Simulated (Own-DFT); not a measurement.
# Response to strain: diamond silicon, 64 atoms (Si64)

All numbers below are calculated, not measured. The program, named Own-DFT, is a retired in-house plane-wave density functional code that no person has reviewed. Each row is one single-point run on a periodic cell that was not relaxed, without spin or spin-orbit coupling.

Settings of every run: PBE; PseudoDojo norm-conserving scalar-relativistic files; cutoff 20 hartree; 3 x 3 x 3 k mesh centred on Gamma; Fermi-Dirac smearing of 0.1 eV.

Known limits: k mesh not checked against a denser one; stress not checked against mesh or cutoff.

Unstrained cell vectors in Å: (10.862, 0.000, 0.000); (0.000, 10.862, 0.000); (0.000, 0.000, 10.862). The unstrained cell has measured lattice constants (interpolated for alloys), not those of this functional. That, the random moves and any unrelaxed bonds set the pressure at no strain. Each run strains this cell uniformly, with the atoms carried along. Every atom was also moved at random, by a Gaussian of width 0.05 Å on each axis. Strain is the symmetric tensor, in per cent. Stress is positive in tension, and the pressure is minus a third of its trace.

```
run,e_xx (%),e_yy (%),e_zz (%),e_yz (%),e_xz (%),e_xy (%),s_xx (GPa),s_yy (GPa),s_zz (GPa),s_yz (GPa),s_xz (GPa),s_xy (GPa),P (GPa),E (meV/atom)
1,-1.65,0.08,1.78,1.75,1.70,1.71,-4.18,-2.99,-1.32,3.42,4.02,2.62,2.83,34.3
2,1.02,1.43,-0.65,-1.29,0.57,1.95,-0.69,-0.39,-2.08,-2.59,2.11,3.89,1.05,9.3
3,-0.80,-0.61,-1.48,0.98,-1.24,-0.27,-5.67,-5.53,-6.43,2.42,-3.57,-1.24,5.88,34.9
4,0.34,1.41,1.40,-0.23,-1.90,0.80,-0.67,0.40,0.30,-0.39,-3.30,2.67,-0.01,17.5
5,-1.52,-0.14,-1.64,-1.17,0.11,-1.70,-6.77,-5.57,-6.75,-2.92,0.50,-4.92,6.36,33.7
6,0.31,-0.01,0.33,1.84,1.20,1.89,-2.01,-2.22,-2.12,2.91,3.03,3.18,2.11,13.6
7,1.50,1.05,1.80,-0.66,1.14,-1.58,1.31,0.78,1.58,-1.38,2.25,-2.89,-1.23,3.4
8,-0.70,-0.08,0.38,-1.19,0.69,-1.83,-3.61,-2.98,-2.58,-1.89,0.95,-3.69,3.06,14.0
9,0.64,0.91,-1.84,-1.66,-1.19,-1.97,-2.58,-2.27,-4.57,-3.99,-2.57,-4.36,3.14,22.3
10,0.00,1.02,-1.60,-0.77,-0.97,-1.44,-3.31,-2.40,-4.72,-2.20,-1.84,-4.21,3.48,23.7
11,-0.59,1.20,0.81,1.44,1.93,-1.41,-2.36,-0.93,-1.30,3.65,4.50,-2.63,1.53,16.6
12,-0.01,1.48,0.45,0.26,0.57,1.24,-1.58,-0.19,-0.99,0.44,0.74,3.25,0.92,8.2
13,-1.35,-0.31,0.26,-0.06,1.96,0.45,-4.93,-4.02,-3.40,0.21,4.94,1.01,4.12,16.3
14,0.43,1.20,-0.21,1.76,1.65,-0.40,-1.91,-0.90,-2.38,3.88,4.45,-1.54,1.73,25.8
15,-1.05,1.50,0.67,-1.14,1.35,-0.80,-2.85,-0.70,-1.49,-2.54,2.13,-1.81,1.68,11.6
16,-0.10,0.61,-0.05,0.71,-0.32,-1.74,-2.54,-1.79,-2.43,1.76,-0.85,-4.41,2.25,7.3
17,1.78,1.54,0.20,0.60,0.91,0.83,0.96,0.92,-0.20,1.87,1.63,1.01,-0.56,0.0
18,-0.46,0.11,-1.26,-0.92,-0.98,-1.15,?,?,?,?,?,?,?,?
```

E is the free energy for each atom above the lowest run shown.

## Worked fit

Each stress component was fitted by least squares to a constant and the strains of the runs shown, as fractions, with shears doubled. Shear strains stay in the fit of a normal stress only where such slopes are resolved. The slopes, in GPa:

```
stress  at no strain  per e_xx  per e_yy  per e_zz  scatter
  s_xx          -2.9   154 ± 6    66 ± 8    72 ± 4     0.18
  s_yy          -2.9    72 ± 6   155 ± 9    68 ± 4     0.19
  s_zz          -2.9    71 ± 6    68 ± 9   156 ± 4     0.19
```

Each shear stress against twice its own strain: yz 107 ± 7, xz 111 ± 8, xy 105 ± 6 GPa. These are stiffnesses along x, y and z of the frame in which the cell vectors are given, which need not be the crystal's axes. The atoms are held to the strained lattice; where symmetry lets them move under strain, relaxing them would lower some slopes. The table should be nearly symmetric about its diagonal, and what it lacks of that shows the noise. A ninth of its sum, 98 ± 2 GPa, estimates the bulk modulus near the mean pressure of these runs, 2.3 GPa, so it lies above the value at zero pressure.

## Withheld run

Question: what normal stresses and pressure should run 18 give?

The fit gives s_xx = -4.4, s_yy = -3.9, s_zz = -5.1 and P = 4.5 GPa. The calculation gave -4.20, -3.66, -4.90 and P = 4.25 GPa.
